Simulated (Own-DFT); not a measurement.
# Same atoms, different arrangement: Ge48Si16, 64 atoms

These are calculations, not measurements. The program, named Own-DFT, is a retired in-house plane-wave density functional code that no person has reviewed. Each row is one single-point run on a periodic cell that was not relaxed, without spin or spin-orbit coupling.

Settings of every run: PBEsol; PseudoDojo norm-conserving scalar-relativistic files, made for PBE; cutoff 42 hartree; 3 x 3 x 3 k mesh centred on Gamma; Fermi-Dirac smearing of 0.1 eV.

Known limits, some of them of some rows only: not probed for a lower state with spin; forces on such cells moved up to 12 meV/angstrom on a denser k mesh; forces on such cells passed a denser k mesh, each cell not checked; stress not checked against mesh or cutoff.

All cells hold the same atoms in the same cell, with vectors in Å (11.203, 0.000, 0.000); (0.000, 11.203, 0.000); (0.000, 0.000, 11.203). Every atom was moved at random from its ideal site; u is the rms move along one axis. The random placing of the alloy's atoms differs from row to row. E is the free energy of the cell above the lowest run. The arrangements:

- A: diamond-structure SiGe in clusters
- B: diamond-structure SiGe in ordered layers
- C: diamond-structure SiGe with randomly placed atoms

```
arrangement   u (Å)  E (eV)  P (GPa)
          A  0.0288   0.142     0.64
          A  0.0292   0.231     0.66
          A  0.0308   0.000     0.61
          A  0.0544   2.459     1.08
          A  0.0589   3.217     1.29
          A  0.0613   3.264     1.32
          B  0.0294   0.243     0.69
          B  0.0312   0.333     0.69
          B  0.0334   0.455     0.73
          B  0.0588   3.128     1.25
          B  0.0600   4.102     1.49
          B  0.0640   3.956     1.47
          C  0.0293   0.098     0.62
          C  0.0307   0.365     0.69
          C  0.0308   0.311     0.66
          C  0.0616   2.903     1.12
          C  0.0620   3.563     1.30
          C  0.0647   3.149     1.22
```

Question: once the cost of the random moves is taken out, how do the arrangements rank?

## Worked answer

Fit E = a + b u², with one b for all and one a for each arrangement, and with residuals divided by u², since the noise grows with the moves. Then b = 1106 eV/Å², the scatter at u = 0.04 Å is 0.20 eV, and against A:

- B: 0.11 ± 0.09 eV (not told apart from A)
- C: 0.05 ± 0.09 eV (not told apart from A)

These are energies of unrelaxed cells. Relaxing the atoms lowers the strained arrangements most, so the gaps would shrink and small ones could change sign.
